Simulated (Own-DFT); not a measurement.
# Response to strain: wurtzite AlN, 128 atoms (Al64N64)

All numbers below are calculated, not measured. The program, named Own-DFT, is a retired in-house plane-wave density functional code that no person has reviewed. Each row is one single-point run on a periodic cell that was not relaxed, without spin or spin-orbit coupling.

Settings of every run: PBE; PseudoDojo norm-conserving scalar-relativistic files; cutoff 42 hartree; 3 x 3 x 3 k mesh centred on Gamma; Gaussian smearing of 0.01 eV.

Known limits: k mesh not checked against a denser one; stress not checked against mesh or cutoff.

Unstrained cell vectors in Å: (12.448, 0.000, 0.000); (-6.224, 10.780, 0.000); (0.000, 0.000, 9.964). The unstrained cell has measured lattice constants (interpolated for alloys), not those of this functional. That, the random moves and any unrelaxed bonds set the pressure at no strain. Each run strains this cell uniformly, with the atoms carried along. Every atom was also moved at random, by a Gaussian of width 0.05 Å on each axis. Strain is the symmetric tensor, in per cent. Stress is positive in tension, and the pressure is minus a third of its trace.

| run | e_xx (%) | e_yy (%) | e_zz (%) | e_yz (%) | e_xz (%) | e_xy (%) | s_xx (GPa) | s_yy (GPa) | s_zz (GPa) | s_yz (GPa) | s_xz (GPa) | s_xy (GPa) | P (GPa) | E (meV/atom) |
|---|---|---|---|---|---|---|---|---|---|---|---|---|---|---|
| 1 | -1.28 | -1.16 | -1.83 | -0.05 | 0.43 | 0.16 | -15.02 | -14.53 | -17.83 | -0.27 | 0.82 | 2.02 | 15.79 | 39.5 |
| 2 | 1.67 | -0.59 | -0.06 | 0.53 | -1.22 | 1.28 | 0.98 | -5.76 | -5.71 | 0.98 | -3.86 | 4.44 | 3.50 | 0.8 |
| 3 | 1.83 | -0.36 | -0.68 | 0.57 | -1.86 | -1.92 | 0.73 | -6.40 | -6.42 | 1.69 | -4.88 | -6.50 | 4.03 | 14.4 |
| 4 | -1.75 | -0.60 | -0.29 | -1.16 | -1.48 | -1.52 | -14.53 | -11.74 | -9.72 | -2.75 | -4.14 | -5.97 | 12.00 | 27.7 |
| 5 | 0.17 | 0.83 | 0.22 | -0.57 | -0.77 | 1.45 | -4.86 | -0.91 | -3.56 | -1.13 | -1.84 | 4.76 | 3.11 | 0.0 |
| 6 | -1.49 | -0.91 | -0.81 | -0.83 | -0.02 | -0.99 | -15.35 | -12.60 | -12.95 | -2.74 | -0.75 | -4.68 | 13.63 | 44.1 |
| 7 | -0.99 | -0.22 | -1.73 | 1.58 | 0.57 | -1.13 | -10.97 | -9.42 | -16.77 | 3.97 | 0.26 | -2.69 | 12.39 | 30.8 |
| 8 | 1.09 | -1.60 | 0.30 | 0.96 | -1.79 | -1.12 | -2.55 | -10.22 | -6.13 | 2.12 | -4.18 | -4.33 | 6.30 | 17.9 |
| 9 | -0.51 | 1.82 | 0.29 | 0.79 | -0.37 | 1.84 | -7.06 | 0.37 | -1.62 | 1.29 | -0.50 | 6.22 | 2.77 | 16.1 |
| 10 | -1.35 | 1.13 | 1.66 | 0.17 | -1.83 | -0.75 | -10.10 | -1.94 | 1.38 | -0.04 | -3.63 | -1.62 | 3.55 | 24.6 |
| 11 | 0.75 | 0.63 | -1.66 | -1.01 | 0.32 | -0.41 | -3.35 | -4.26 | -11.23 | -2.45 | 1.36 | -2.68 | 6.28 | 15.0 |
| 12 | -0.26 | -0.41 | 0.37 | 0.69 | 1.54 | -0.33 | -7.51 | -8.33 | -3.43 | 1.27 | 4.06 | -1.58 | 6.42 | 10.4 |
| 13 | 1.67 | 1.10 | 1.54 | -0.42 | -1.69 | -0.37 | 3.85 | 0.67 | 2.96 | -0.95 | -3.65 | -0.83 | -2.49 | 9.2 |
| 14 | -0.88 | 1.89 | -1.73 | 0.66 | 0.07 | 1.64 | -8.46 | -0.05 | -13.25 | 2.50 | -0.32 | 7.08 | 7.26 | 9.7 |
| 15 | 1.94 | 1.46 | 1.57 | 1.80 | 1.35 | -0.02 | 5.78 | 3.18 | 3.12 | 3.61 | 3.29 | -0.47 | -4.03 | 3.0 |
| 16 | 1.94 | 0.16 | 0.16 | -0.62 | 0.65 | -0.05 | ? | ? | ? | ? | ? | ? | ? | ? |

E is the free energy for each atom above the lowest run shown.

## Worked fit

Each stress component was fitted by least squares to a constant and the strains of the runs shown, as fractions, with shears doubled. Shear strains stay in the fit of a normal stress only where such slopes are resolved. The slopes, in GPa:

| stress | at no strain | per e_xx | per e_yy | per e_zz | scatter |
|---|---|---|---|---|---|
| s_xx | -6.2 | 459 ± 14 | 117 ± 16 | 61 ± 16 | 0.64 |
| s_yy | -6.2 | 132 ± 17 | 412 ± 20 | 69 ± 19 | 0.78 |
| s_zz | -6.2 | 101 ± 25 | 124 ± 29 | 453 ± 29 | 1.18 |

Each shear stress against twice its own strain: yz 122 ± 7, xz 125 ± 8, xy 177 ± 12 GPa. These are stiffnesses along x, y and z of the frame in which the cell vectors are given, which need not be the crystal's axes. The atoms are held to the strained lattice; where symmetry lets them move under strain, relaxing them would lower some slopes. The table should be nearly symmetric about its diagonal, and what it lacks of that shows the noise. A ninth of its sum, 214 ± 5 GPa, estimates the bulk modulus near the mean pressure of these runs, 6.0 GPa, so it lies above the value at zero pressure.

## Withheld run

Question: what normal stresses and pressure should run 16 give?

The fit gives s_xx = 3.0, s_yy = -2.9, s_zz = -3.3 and P = 1.0 GPa. The calculation gave 2.48, -3.18, -2.92 and P = 1.21 GPa.
